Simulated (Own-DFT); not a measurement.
# How strain changes the stress of C40 NbSi2, 36 atoms (Nb12Si24)

These are calculations, not measurements. The program, named Own-DFT, is a retired in-house plane-wave density functional code that no person has reviewed. Each row is one single-point run on a periodic cell that was not relaxed, without spin or spin-orbit coupling.

Settings of every run: PBE; PseudoDojo norm-conserving scalar-relativistic files; cutoff 42 hartree; 4 x 4 x 5 k mesh centred on Gamma; cold (Marzari-Vanderbilt) smearing of 0.2 eV.

Known limits: forces on such cells failed a check on a denser k mesh; stress not checked against mesh or cutoff.

Unstrained cell vectors in Å: (0.000, 8.324, 0.000); (-9.613, 0.000, 0.000); (0.000, 0.000, 6.586). The unstrained cell was taken from the Materials Project. The random moves and any unrelaxed bonds add to the pressure at no strain. Each run strains this cell uniformly, with the atoms carried along. Every atom was also moved at random, by a Gaussian of width 0.05 Å on each axis. Strain is the symmetric tensor, in per cent. Stress is positive in tension, and the pressure is minus a third of its trace.

| run | e_xx (%) | e_yy (%) | e_zz (%) | e_yz (%) | e_xz (%) | e_xy (%) | s_xx (GPa) | s_yy (GPa) | s_zz (GPa) | s_yz (GPa) | s_xz (GPa) | s_xy (GPa) | P (GPa) | E (meV/atom) |
|---|---|---|---|---|---|---|---|---|---|---|---|---|---|---|
| 1 | 1.53 | 1.82 | -0.89 | -0.54 | -0.41 | -1.67 | 3.64 | 3.97 | -5.50 | -1.69 | -1.43 | -4.10 | -0.70 | 15.5 |
| 2 | -1.06 | 0.92 | 1.68 | -1.23 | 0.00 | 0.55 | -4.10 | 1.39 | 3.28 | -3.63 | 0.23 | 1.37 | -0.19 | 7.4 |
| 3 | 0.50 | 1.80 | 1.79 | 1.23 | 0.93 | -0.41 | 2.31 | 5.39 | 5.11 | 3.15 | 2.44 | -1.06 | -4.27 | 9.5 |
| 4 | -1.74 | 1.22 | -0.25 | 1.85 | 0.43 | -0.58 | -8.56 | 0.63 | -5.43 | 5.57 | 1.19 | -1.07 | 4.45 | 19.9 |
| 5 | -1.20 | -0.30 | -1.83 | 1.58 | 0.37 | -1.52 | -8.96 | -5.97 | -14.91 | 5.71 | 1.32 | -4.86 | 9.95 | 37.8 |
| 6 | -1.24 | -0.77 | 1.96 | 0.67 | 1.36 | -0.06 | -5.87 | -4.31 | 3.05 | 2.21 | 4.26 | -0.51 | 2.37 | 11.7 |
| 7 | 1.54 | 0.13 | 0.08 | 1.64 | 1.54 | -0.06 | 2.89 | -1.20 | -2.97 | 4.91 | 4.54 | -0.54 | 0.42 | 25.2 |
| 8 | 1.28 | -0.33 | -1.49 | -1.58 | -1.51 | 0.79 | -0.19 | -4.27 | -11.30 | -5.23 | -4.77 | 2.46 | 5.26 | 44.5 |
| 9 | 0.05 | -0.41 | -1.44 | -0.96 | -1.55 | -0.68 | -3.55 | -5.05 | -11.01 | -3.05 | -5.24 | -2.05 | 6.54 | 15.9 |
| 10 | -0.68 | -0.26 | 1.72 | -1.06 | -0.67 | 0.36 | -3.26 | -2.31 | 3.21 | -3.08 | -2.13 | 0.88 | 0.78 | 3.1 |
| 11 | 0.88 | -1.95 | 1.22 | -0.59 | -0.66 | -1.94 | -0.15 | -8.95 | 0.78 | -1.81 | -1.88 | -5.22 | 2.77 | 28.0 |
| 12 | 0.98 | 0.69 | 1.82 | 1.09 | -1.88 | -1.92 | 1.80 | 1.90 | 4.45 | 3.02 | -4.90 | -4.73 | -2.72 | 28.2 |
| 13 | -0.23 | 1.84 | 0.74 | -0.76 | -0.34 | 0.41 | -1.34 | 4.46 | 1.36 | -2.23 | -0.56 | 0.93 | -1.50 | 0.0 |
| 14 | 0.41 | -0.68 | 0.92 | 1.30 | -1.17 | 1.52 | -1.02 | -4.19 | 0.07 | 3.61 | -3.34 | 4.60 | 1.71 | 18.0 |
| 15 | 0.86 | -1.44 | 1.72 | -0.17 | -1.82 | 1.32 | 1.14 | -6.18 | 2.85 | 0.08 | -5.19 | 4.05 | 0.73 | 17.9 |
| 16 | -1.83 | 1.44 | -0.89 | -1.56 | -0.30 | 0.72 | ? | ? | ? | ? | ? | ? | ? | ? |

E is the free energy for each atom above the lowest run shown.

## Worked fit

Each stress component was fitted by least squares to a constant and the strains of the runs shown, as fractions, with shears doubled. Shear strains stay in the fit of a normal stress only where such slopes are resolved. The slopes, in GPa:

```
stress  at no strain  per e_xx  per e_yy  per e_zz  scatter
  s_xx          -2.7  350 ± 12   75 ± 11    89 ± 9     0.48
  s_yy          -2.7    49 ± 6   366 ± 5    78 ± 5     0.24
  s_zz          -4.4   68 ± 16   85 ± 15  466 ± 13     0.64
```

Each shear stress against twice its own strain: yz 152 ± 5, xz 144 ± 5, xy 138 ± 4 GPa. These are stiffnesses along x, y and z of the frame in which the cell vectors are given, which need not be the crystal's axes. The atoms are held to the strained lattice; where symmetry lets them move under strain, relaxing them would lower some slopes. The table should be nearly symmetric about its diagonal, and what it lacks of that shows the noise. A ninth of its sum, 181 ± 8 GPa, estimates the bulk modulus near the mean pressure of these runs, 1.7 GPa, so it lies above the value at zero pressure.

## Withheld run

Question: what normal stresses and pressure should run 16 give?

The fit gives s_xx = -8.8, s_yy = 1.0, s_zz = -8.6 and P = 5.5 GPa. The calculation gave -8.90, 1.02, -8.33 and P = 5.40 GPa.
